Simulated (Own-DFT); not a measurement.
Simulation results for SiC (4H silicon carbide, atoms displaced)

A calculation, not a measurement: plane-wave PBE density functional theory by an unreviewed code, no spin, of a simulated periodic cell, stress positive in tension, free energy of the whole cell less one offset for each atom, forces on such cells passed a denser k mesh, this cell's mesh not checked; offsets are fitted by least squares, one for each functional and potential file, so energies compare only between cells with the same atoms and settings and are not formation energies; the far tail of each file's local potential was reset to the Coulomb form; each entry is a single point on an unrelaxed cell, so the pressure reflects the starting lattice, mostly measured values (interpolated for alloys), from which strain is counted, and rises with the displacements; printed positions are rounded, which can move forces by about a meV/angstrom; the program, named Own-DFT, is a retired in-house code; no spin-orbit coupling. Program: Own-DFT development build.

Settings shared by all entries: functional PBE; potential files PseudoDojo norm-conserving, scalar-relativistic, standard set; wave cutoff 42 hartree; occupations Fermi-Dirac; smearing width 0.1 eV; hardware one NVIDIA H100; k mesh 4 x 4 x 3 centred on Gamma.

(1) SiC (4H silicon carbide, atoms displaced)

```
SiC
1.0
      9.2481     0.0000     0.0000
     -4.6241     8.0091     0.0000
      0.0000     0.0000    10.0681
Si C Si C Si C Si C Si C Si C Si C Si C Si C Si C Si C Si C Si C Si C Si C Si C Si C Si C
2 2 2 2 2 2 2 2 2 2 2 2 2 2 2 2 2 2 2 2 2 2 2 2 2 2 2 2 2 2 2 2 2 2 2 2
Direct
  0.00209 0.00526 0.40122
  0.11484 0.22650 0.15510
  0.00638 0.00824 0.09317
  0.10587 0.22261 0.34110
  0.99876 0.32855 0.40906
  0.10804 0.55441 0.15105
  0.99633 0.33115 0.09368
  0.11470 0.55995 0.34423
  0.00444 0.66738 0.40770
  0.11474 0.89012 0.15110
  0.99824 0.66617 0.09547
  0.11629 0.88991 0.34559
  0.33018 0.99491 0.40727
  0.44685 0.22412 0.15359
  0.32923 0.99679 0.09203
  0.44716 0.22400 0.33752
  0.33769 0.33328 0.40435
  0.44234 0.55227 0.15555
  0.33845 0.33814 0.09504
  0.44999 0.55652 0.34537
  0.32612 0.66473 0.41327
  0.44095 0.88683 0.15562
  0.33443 0.66531 0.09109
  0.44526 0.89054 0.33883
  0.66383 0.00262 0.40169
  0.77405 0.22015 0.15973
  0.67157 0.99777 0.09054
  0.77990 0.22086 0.34310
  0.66639 0.33292 0.40294
  0.77323 0.55484 0.15599
  0.65716 0.32996 0.09407
  0.77799 0.55789 0.34388
  0.67112 0.67057 0.40339
  0.77441 0.88690 0.15090
  0.66885 0.66559 0.09070
  0.77175 0.88439 0.34444
  0.99442 0.00415 0.90557
  0.88815 0.77884 0.65915
  0.99649 0.99630 0.59163
  0.89434 0.77705 0.84038
  0.99952 0.66793 0.90529
  0.88230 0.43962 0.65246
  0.99672 0.66767 0.58985
  0.89165 0.45082 0.83804
  0.00637 0.33820 0.90552
  0.88971 0.11014 0.65445
  0.99730 0.33312 0.59767
  0.89604 0.11421 0.84432
  0.66465 0.99369 0.90207
  0.54860 0.77030 0.65251
  0.66875 0.99617 0.58970
  0.56226 0.77783 0.84558
  0.66603 0.65928 0.91229
  0.55859 0.43775 0.65515
  0.67043 0.66431 0.59646
  0.55661 0.44574 0.84572
  0.66584 0.33422 0.90871
  0.55250 0.11439 0.65714
  0.66323 0.32813 0.59734
  0.55262 0.10654 0.84688
  0.33291 0.99786 0.91047
  0.22505 0.78004 0.66203
  0.33486 0.99888 0.59054
  0.22509 0.77352 0.84108
  0.32804 0.66152 0.90661
  0.21974 0.43218 0.66087
  0.33260 0.66840 0.59178
  0.21640 0.43518 0.84015
  0.33639 0.33833 0.90452
  0.21977 0.11215 0.65555
  0.33112 0.32539 0.59120
  0.21888 0.10938 0.84591
```

- free energy of cell above offsets: -10.259 eV
- pressure: 3.94 GPa
- stress xx: -3.43 GPa
- stress yy: -3.03 GPa
- stress zz: -5.37 GPa
- stress yz: 0.06 GPa
- stress xz: -0.39 GPa
- stress xy: 0.32 GPa
- wall time: 374.4 s

Force:
```tsv
element	x (eV/Å)	y (eV/Å)	z (eV/Å)
Si	-0.063	-1.619	0.538
Si	-0.385	-0.08	-0.063
C	-0.404	-1.316	-0.033
C	1.483	0.49	0.387
Si	-0.308	1.409	-0.25
Si	0.543	0.09	1.259
C	0.116	0.568	-0.289
C	-0.406	-1.464	-0.342
Si	-0.917	0.249	-0.657
Si	-1.19	-0.152	1.397
C	-0.216	-0.07	-0.894
C	-1.235	-0.05	-1.014
Si	0.645	1.1	-0.849
Si	-1.266	-1.057	0.261
C	0.996	0.71	0.342
C	-0.117	-0.81	1.25
Si	-0.688	0.035	-0.385
Si	0.297	1.169	0.734
C	-0.529	-0.827	-0.81
C	-1.257	-0.059	-0.032
Si	1.746	0.505	-2.214
Si	0.829	0.146	-0.625
C	-0.607	-0.337	0.289
C	-0.417	-0.614	1.12
Si	0.768	-1.12	0.742
Si	0.333	-0.127	-1.389
C	-1.876	0.398	0.128
C	-0.651	0.637	0.455
Si	-0.006	0.235	0.377
Si	0.837	-0.117	0.447
C	2.14	0.779	-0.151
C	0.785	-0.39	-0.096
Si	-0.235	-0.782	1.32
Si	1.294	0.353	1.261
C	-0.675	-0.069	1.133
C	0.586	1.495	-1.084
Si	2.185	-1.058	0.285
Si	0.326	-0.347	-1.171
C	0.339	0.884	-0.17
C	-1.318	0.531	1.677
Si	0.561	0.002	-0.108
Si	0.657	1.499	0.407
C	0.807	-0.31	1.25
C	-0.025	-1.185	1.348
Si	-1.906	-1.159	0.04
Si	-0.318	-0.495	0.237
C	0.608	-0.399	-0.859
C	-2.181	0.225	-0.664
Si	0.388	1.31	0.448
Si	1.523	0.939	0.641
C	-1.218	0.478	0.594
C	-1.036	-1.528	-0.562
Si	0.208	1.576	-2.294
Si	-1.448	1.405	0.365
C	-1.018	-0.538	-0.774
C	0.061	-0.781	-0.523
Si	0.661	-0.489	-0.743
Si	1.304	-1.94	0.121
C	0.349	0.271	-1.652
C	0.097	0.754	-0.327
Si	-0.441	-0.004	-1.439
Si	-0.705	-0.588	-2.081
C	-0.628	0.224	1.052
C	-0.841	0.573	1.696
Si	1.501	0.473	-0.704
Si	-0.672	1.534	-2.073
C	-0.215	-1.348	1.663
C	0.968	1.676	1.273
Si	0.21	-1.494	0.495
Si	0.452	-1.563	0.265
C	0.238	1.141	0.233
C	0.574	0.424	-0.21
```

(2) SiC (4H silicon carbide, atoms displaced)

```
SiC
1.0
      9.2481     0.0000     0.0000
     -4.6241     8.0091     0.0000
      0.0000     0.0000    10.0681
Si C Si C Si C Si C Si C Si C Si C Si C Si C Si C Si C Si C Si C Si C Si C Si C Si C Si C
2 2 2 2 2 2 2 2 2 2 2 2 2 2 2 2 2 2 2 2 2 2 2 2 2 2 2 2 2 2 2 2 2 2 2 2
Direct
  0.00278 0.00162 0.41026
  0.11021 0.22132 0.15727
  0.00397 0.00231 0.09691
  0.11148 0.22019 0.33900
  0.99641 0.33191 0.40386
  0.10907 0.55617 0.16009
  0.00242 0.33885 0.09294
  0.11315 0.55422 0.34225
  0.00477 0.66884 0.39563
  0.11641 0.89200 0.15142
  0.99961 0.66523 0.09025
  0.11224 0.88787 0.34024
  0.32906 0.00080 0.40541
  0.43590 0.22327 0.15650
  0.33119 0.99979 0.09640
  0.44512 0.22365 0.34334
  0.33321 0.32985 0.40732
  0.44121 0.55320 0.15657
  0.33170 0.32938 0.09072
  0.45160 0.56296 0.34262
  0.33150 0.66617 0.40296
  0.44991 0.88940 0.15701
  0.33441 0.66783 0.09180
  0.44019 0.87945 0.34378
  0.66604 0.99895 0.40577
  0.77940 0.22702 0.16163
  0.66117 0.99955 0.09318
  0.78100 0.22704 0.34621
  0.66776 0.33868 0.40035
  0.77745 0.55436 0.15879
  0.66678 0.33491 0.09276
  0.78522 0.55858 0.34266
  0.66274 0.66207 0.40547
  0.77670 0.88698 0.15512
  0.66515 0.66366 0.09348
  0.78333 0.88899 0.34258
  0.00496 0.00159 0.90436
  0.89003 0.77829 0.65761
  0.00148 0.99577 0.59994
  0.88962 0.78164 0.84267
  0.00547 0.67516 0.90651
  0.88349 0.43909 0.66015
  0.99741 0.67117 0.59457
  0.89635 0.44586 0.84284
  0.99797 0.33190 0.90664
  0.88971 0.10876 0.65467
  0.99764 0.33597 0.59695
  0.88953 0.10436 0.84082
  0.66567 0.00286 0.90479
  0.55377 0.78062 0.65727
  0.67004 0.00774 0.59749
  0.55189 0.78018 0.84200
  0.66494 0.66518 0.91236
  0.55374 0.44657 0.65464
  0.66562 0.66168 0.58969
  0.55486 0.44783 0.84663
  0.66398 0.33135 0.90463
  0.55900 0.11383 0.65546
  0.66820 0.34688 0.59462
  0.55765 0.11413 0.84322
  0.32889 0.00212 0.90355
  0.22017 0.78287 0.65629
  0.33478 0.00079 0.59204
  0.22221 0.78255 0.84543
  0.32887 0.66313 0.90662
  0.22519 0.44529 0.65296
  0.33186 0.66096 0.59171
  0.22663 0.43766 0.83897
  0.33348 0.33702 0.91347
  0.21797 0.11388 0.65398
  0.33450 0.33050 0.59291
  0.22535 0.11484 0.84501
```

- free energy of cell above offsets: -10.517 eV
- pressure: 3.78 GPa
- stress xx: -3.28 GPa
- stress yy: -3.06 GPa
- stress zz: -4.98 GPa
- stress yz: 0.18 GPa
- stress xz: -0.58 GPa
- stress xy: -0.28 GPa
- wall time: 361.9 s

Force:
```tsv
element	x (eV/Å)	y (eV/Å)	z (eV/Å)
Si	0.077	-0.741	-0.808
Si	-0.31	0.202	-0.965
C	-0.66	-0.449	-1.159
C	-0.182	0.497	1.808
Si	1.106	0.407	1.142
Si	0.651	0.402	-1.663
C	0.116	-0.98	0.537
C	-0.366	-0.225	0.363
Si	-0.216	0.017	2.531
Si	-0.952	-0.871	0.773
C	-0.188	0.527	1.002
C	-0.318	0.642	0.16
Si	1.249	-0.477	-0.13
Si	2.212	-0.524	-0.234
C	1.109	0.486	-0.914
C	-0.063	-0.132	-0.076
Si	-0.391	1.049	-0.481
Si	0.277	0.371	-0.35
C	-1.121	0.971	1.715
C	-1.092	-1.995	-0.028
Si	0.723	-0.609	1.005
Si	-1.606	-0.391	-0.205
C	-0.284	-0.468	0.581
C	-0.178	2.225	0.068
Si	0.213	-0.174	0.2
Si	-0.123	-0.573	-1.535
C	1.665	0.89	0.152
C	-0.822	-1.022	-0.119
Si	0.3	-0.167	1.522
Si	0.082	0.263	-1.228
C	-0.458	-0.44	0.533
C	-1.138	-0.255	-0.22
Si	1.344	1.366	0.002
Si	0.137	0.446	-0.05
C	-0.134	0.255	0.897
C	-0.875	-0.02	0.739
Si	-0.561	-0.079	0.675
Si	-0.612	-1.021	-0.236
C	-1.061	0.862	-1.635
C	-0.002	-0.663	0.859
Si	-0.578	-1.425	-0.641
Si	0.177	1.916	-0.859
C	1.215	-0.921	-0.892
C	-1.414	0.183	0.846
Si	1.006	-0.297	-0.713
Si	-0.06	0.772	0.474
C	0.986	-0.787	-1.211
C	-0.798	1.017	0.93
Si	0.5	-0.491	-0.001
Si	0.584	-0.578	-0.669
C	0.276	-1.233	-1.282
C	0.491	-0.414	0.96
Si	-0.105	0.822	-1.792
Si	-0.053	0.137	1.115
C	-0.721	1.557	0.816
C	0.27	-0.481	-0.313
Si	0.541	1.13	0.213
Si	-1.077	0.976	-0.052
C	0.792	-2.279	-0.849
C	-0.612	-0.387	-0.066
Si	1.413	0.235	0.804
Si	0.469	-1.176	-0.305
C	-0.328	0.581	0.158
C	0.593	-0.356	-0.381
Si	0.294	0.264	-0.76
Si	-0.464	-0.629	0.362
C	-0.654	1.472	-0.036
C	-1.788	1.07	1.067
Si	0.878	-0.612	-2.354
Si	1.839	-0.34	1.092
C	-0.835	0.377	-0.439
C	-0.385	0.294	-0.45
```

(3) SiC (4H silicon carbide, atoms displaced)

```
SiC
1.0
      9.2481     0.0000     0.0000
     -4.6241     8.0091     0.0000
      0.0000     0.0000    10.0681
Si C Si C Si C Si C Si C Si C Si C Si C Si C Si C Si C Si C Si C Si C Si C Si C Si C Si C
2 2 2 2 2 2 2 2 2 2 2 2 2 2 2 2 2 2 2 2 2 2 2 2 2 2 2 2 2 2 2 2 2 2 2 2
Direct
  0.00322 0.99513 0.40815
  0.11466 0.21961 0.15543
  0.00665 0.99818 0.09191
  0.11511 0.22015 0.34394
  0.99379 0.33392 0.40544
  0.11270 0.55790 0.15782
  0.99855 0.33140 0.09263
  0.11483 0.55841 0.34117
  0.00147 0.66772 0.40542
  0.11006 0.89181 0.15504
  0.99234 0.66226 0.09442
  0.11252 0.88876 0.34051
  0.33396 0.00062 0.40811
  0.43602 0.22072 0.15839
  0.33187 0.99834 0.09540
  0.43667 0.21463 0.34412
  0.33295 0.33870 0.40773
  0.44712 0.55640 0.15360
  0.33266 0.33383 0.09422
  0.44745 0.55536 0.33453
  0.32853 0.66310 0.40662
  0.44218 0.89070 0.15721
  0.33678 0.66476 0.09723
  0.44352 0.88831 0.34292
  0.66457 0.00255 0.40518
  0.77718 0.22154 0.15383
  0.66162 0.99785 0.09599
  0.77770 0.22693 0.34631
  0.66457 0.33198 0.40500
  0.77924 0.55712 0.15555
  0.67422 0.34061 0.09658
  0.77727 0.56029 0.34993
  0.66472 0.66187 0.40619
  0.77658 0.89459 0.15483
  0.66855 0.66132 0.09174
  0.78350 0.89136 0.34224
  0.99813 0.99628 0.90483
  0.89191 0.77849 0.65905
  0.99733 0.00245 0.59496
  0.89157 0.78608 0.84260
  0.99476 0.66310 0.90439
  0.89115 0.45246 0.65539
  0.99601 0.66906 0.59837
  0.88389 0.44722 0.84742
  0.99772 0.33241 0.90445
  0.88448 0.10819 0.66097
  0.00119 0.33169 0.59251
  0.89178 0.11466 0.84519
  0.66494 0.99709 0.90446
  0.55949 0.77670 0.65782
  0.66471 0.00366 0.59513
  0.55915 0.77958 0.85043
  0.66463 0.66846 0.90644
  0.55884 0.44514 0.65687
  0.67272 0.67106 0.59485
  0.55872 0.44087 0.84837
  0.67593 0.33728 0.90551
  0.55163 0.10849 0.65676
  0.66654 0.33765 0.59922
  0.55410 0.10803 0.84114
  0.33232 0.99635 0.90325
  0.22207 0.77630 0.65521
  0.33355 0.00072 0.59552
  0.22221 0.77491 0.84201
  0.33106 0.66361 0.90341
  0.22017 0.44362 0.65381
  0.33436 0.66303 0.59072
  0.22738 0.45053 0.84329
  0.32586 0.32825 0.90548
  0.21893 0.10672 0.65543
  0.32666 0.32393 0.59324
  0.22504 0.11082 0.83956
```

- free energy of cell above offsets: -10.651 eV
- pressure: 3.76 GPa
- stress xx: -3.74 GPa
- stress yy: -3.49 GPa
- stress zz: -4.06 GPa
- stress yz: -0.28 GPa
- stress xz: -0.31 GPa
- stress xy: 0.37 GPa
- wall time: 370.3 s

Force:
```tsv
element	x (eV/Å)	y (eV/Å)	z (eV/Å)
Si	-1.007	1.038	-0.399
Si	-0.975	0.32	0.346
C	-2.103	0.636	-0.407
C	-1.335	0.173	0.092
Si	1.872	-0.28	-0.109
Si	-0.078	-0.52	-1.107
C	0.543	0.089	0.176
C	-1.034	-0.699	1.072
Si	-0.36	0.112	0.17
Si	1	-1.457	0.047
C	1.598	1.296	-0.38
C	0.285	-0.316	1.043
Si	-0.094	-0.658	-0.334
Si	1.755	0.315	-0.555
C	-0.266	0.24	-0.944
C	0.366	1.621	0.399
Si	0.572	-1.026	-0.564
Si	0.319	-0.257	-0.517
C	-0.092	-0.06	-0.666
C	-0.578	0.115	2.425
Si	1.468	0.731	-0.919
Si	0.278	-0.77	-0.045
C	-1.128	0.594	-1.129
C	-0.12	-0.056	0.717
Si	1.022	-0.404	0.173
Si	-0.161	0.423	0.612
C	0.227	0.665	-0.87
C	-0.081	-0.805	-0.779
Si	-0.761	0.479	0.635
Si	-0.381	-0.232	1.066
C	-0.967	-1.722	-0.446
C	1.113	-1.179	-1.186
Si	-0.615	1.667	-0.076
Si	1.352	-1.287	0.263
C	-0.974	1.526	0.2
C	-0.964	-0.264	0.532
Si	0.627	1.598	0.301
Si	-1.067	0.971	-0.454
C	0.608	-0.883	0.017
C	0.01	-1.98	0.341
Si	0.219	1.279	0.793
Si	0.233	-1.733	0.432
C	1.636	0.273	-1.313
C	2.326	-0.059	-1.556
Si	0.29	1.034	0.508
Si	0.112	0.75	-1.202
C	-1.173	0.457	0.495
C	-0.293	-0.849	0.285
Si	-0.19	1.017	0.703
Si	-0.638	0.438	-0.119
C	0.446	-0.867	-0.222
C	-0.847	-0.619	-1.479
Si	1.295	-1.011	0.175
Si	-1.248	-0.08	0.665
C	-0.584	-0.805	-0.097
C	-1.212	0.651	-0.704
Si	-2.327	-1.569	1.076
Si	0.265	1.061	0.012
C	0.794	-0.989	-1.383
C	0.331	0.38	0.997
Si	0.006	0.521	0.626
Si	0.15	0.047	-0.057
C	-0.232	-0.758	-0.519
C	-0.474	-0.18	0.317
Si	0.372	1.013	1.359
Si	0.692	-0.504	0.24
C	-0.188	0.475	0.628
C	-0.724	-1.593	-0.405
Si	1.514	0.787	0.012
Si	-0.178	0.301	-0.119
C	0.479	1.915	0.218
C	-0.723	-0.54	0.895
```

(4) SiC (4H silicon carbide, atoms displaced)

```
SiC
1.0
      9.2481     0.0000     0.0000
     -4.6241     8.0091     0.0000
      0.0000     0.0000    10.0681
Si C Si C Si C Si C Si C Si C Si C Si C Si C Si C Si C Si C Si C Si C Si C Si C Si C Si C
2 2 2 2 2 2 2 2 2 2 2 2 2 2 2 2 2 2 2 2 2 2 2 2 2 2 2 2 2 2 2 2 2 2 2 2
Direct
  0.00080 0.99743 0.40571
  0.11214 0.21740 0.15602
  0.00431 0.00190 0.09530
  0.10704 0.21994 0.34372
  0.99094 0.32985 0.40919
  0.11297 0.55328 0.15246
  0.99955 0.33828 0.09461
  0.11358 0.55511 0.34495
  0.00934 0.67244 0.40387
  0.10973 0.88718 0.15827
  0.00003 0.66429 0.09266
  0.11144 0.88810 0.34437
  0.33700 0.00087 0.40767
  0.43617 0.21931 0.15767
  0.33083 0.00165 0.09744
  0.45017 0.22577 0.34567
  0.33395 0.32608 0.40919
  0.44824 0.56006 0.15521
  0.33094 0.32232 0.09356
  0.43897 0.54906 0.33745
  0.33329 0.66727 0.40845
  0.44692 0.88648 0.16276
  0.33018 0.67076 0.09609
  0.44821 0.88888 0.34247
  0.65941 0.99806 0.40801
  0.77647 0.22104 0.15135
  0.66322 0.00054 0.09560
  0.77358 0.22684 0.34058
  0.66747 0.33463 0.40608
  0.76891 0.55627 0.15824
  0.66622 0.33491 0.09499
  0.77818 0.55608 0.34538
  0.66491 0.66478 0.40308
  0.77937 0.89194 0.16128
  0.66198 0.66587 0.09762
  0.77272 0.88965 0.33876
  0.99961 0.00295 0.90694
  0.89442 0.78296 0.65390
  0.99654 0.00176 0.59378
  0.88977 0.77968 0.84586
  0.00309 0.66628 0.90286
  0.88755 0.45117 0.65933
  0.00116 0.67054 0.59625
  0.88357 0.44392 0.84470
  0.99550 0.33459 0.90335
  0.88639 0.11734 0.65589
  0.00436 0.33840 0.59023
  0.88780 0.10704 0.84548
  0.66892 0.99991 0.90290
  0.55733 0.77256 0.65449
  0.66306 0.99835 0.59271
  0.55918 0.77863 0.84253
  0.67357 0.67512 0.90414
  0.55579 0.44715 0.65125
  0.66727 0.66668 0.59470
  0.54909 0.44732 0.84580
  0.66546 0.32919 0.90383
  0.54898 0.11282 0.65498
  0.66493 0.32944 0.59233
  0.55504 0.11700 0.84597
  0.33126 0.99614 0.90878
  0.22544 0.78045 0.65538
  0.33707 0.00197 0.59154
  0.21653 0.77572 0.84196
  0.33959 0.66906 0.90618
  0.22417 0.44617 0.65990
  0.32787 0.66116 0.59676
  0.21561 0.44416 0.84365
  0.32910 0.32873 0.90563
  0.22451 0.11067 0.65048
  0.33153 0.33092 0.59586
  0.22308 0.11303 0.84401
```

- free energy of cell above offsets: -10.586 eV
- pressure: 3.74 GPa
- stress xx: -3.08 GPa
- stress yy: -3.83 GPa
- stress zz: -4.31 GPa
- stress yz: 0.02 GPa
- stress xz: 0.31 GPa
- stress xy: -0.54 GPa
- wall time: 363.3 s

Force:
```tsv
element	x (eV/Å)	y (eV/Å)	z (eV/Å)
Si	-1.24	0.415	-0.125
Si	-0.957	1.202	0.326
C	-0.963	-0.921	-0.293
C	0.44	-0.083	0.446
Si	1.054	0.526	-1.429
Si	-1.191	0.596	1.25
C	0.939	-1.606	-0.903
C	-0.308	-0.021	-0.237
Si	-0.979	-1.533	0.447
Si	0.327	-0.387	-0.768
C	-0.684	0.263	0.135
C	0.46	0.723	0.282
Si	-0.169	0.141	-1.102
Si	2.237	0.245	-0.024
C	0.87	-1.034	-0.078
C	-0.687	-1.114	-0.014
Si	-1.493	0.956	-0.831
Si	-1.293	-1.635	-0.384
C	-1.445	2.261	-0.399
C	0.337	0.506	2.014
Si	0.423	-0.961	-0.531
Si	-1.24	0.832	-1.745
C	1.598	-0.475	-0.905
C	-1.229	-0.515	1.475
Si	1.488	1.188	-0.583
Si	-0.496	0.879	0.883
C	0.945	-0.362	-0.894
C	0.825	-1.234	0.529
Si	0.137	0.461	-0.161
Si	1.979	-0.439	-0.453
C	-0.578	-0.482	-0.488
C	0.298	0.524	0.184
Si	-0.348	0.191	0.057
Si	-0.196	-0.12	-1.92
C	0.628	1.389	-1.27
C	0.691	-0.095	2.415
Si	1.096	-0.519	0.086
Si	-0.855	-0.284	0.8
C	0.53	0.286	-0.317
C	0.656	0.282	-0.636
Si	-1.408	-0.077	1.255
Si	0.674	-0.992	-0.9
C	0.42	0.155	-0.84
C	0.506	0.146	-0.414
Si	0.369	-0.292	0.882
Si	0.573	-0.567	-0.221
C	-0.966	-0.194	1.657
C	-0.579	1.24	-0.513
Si	-1.067	0.129	0.848
Si	-1.104	0.838	0.211
C	-0.223	0.115	0.578
C	-0.504	0.285	-0.021
Si	-0.394	-1.776	0.895
Si	0.178	-0.744	1.498
C	0.507	0.161	-1.062
C	1.34	0.101	-0.7
Si	-1.729	1.803	1.313
Si	1.792	-0.084	0.779
C	-0.208	1.154	0.199
C	0.502	-2.082	-0.853
Si	-0.466	0.716	0.112
Si	-0.358	-0.426	0.291
C	-0.819	-0.741	0.033
C	1.844	0.642	0.108
Si	-1.15	-0.274	0.1
Si	-0.393	-0.91	-0.726
C	0.966	1.241	-0.522
C	0.922	0.138	0.695
Si	-0.053	0.807	0.218
Si	-0.973	-0.158	1.48
C	0.146	0.636	-0.545
C	0.052	-1.041	-0.674
```
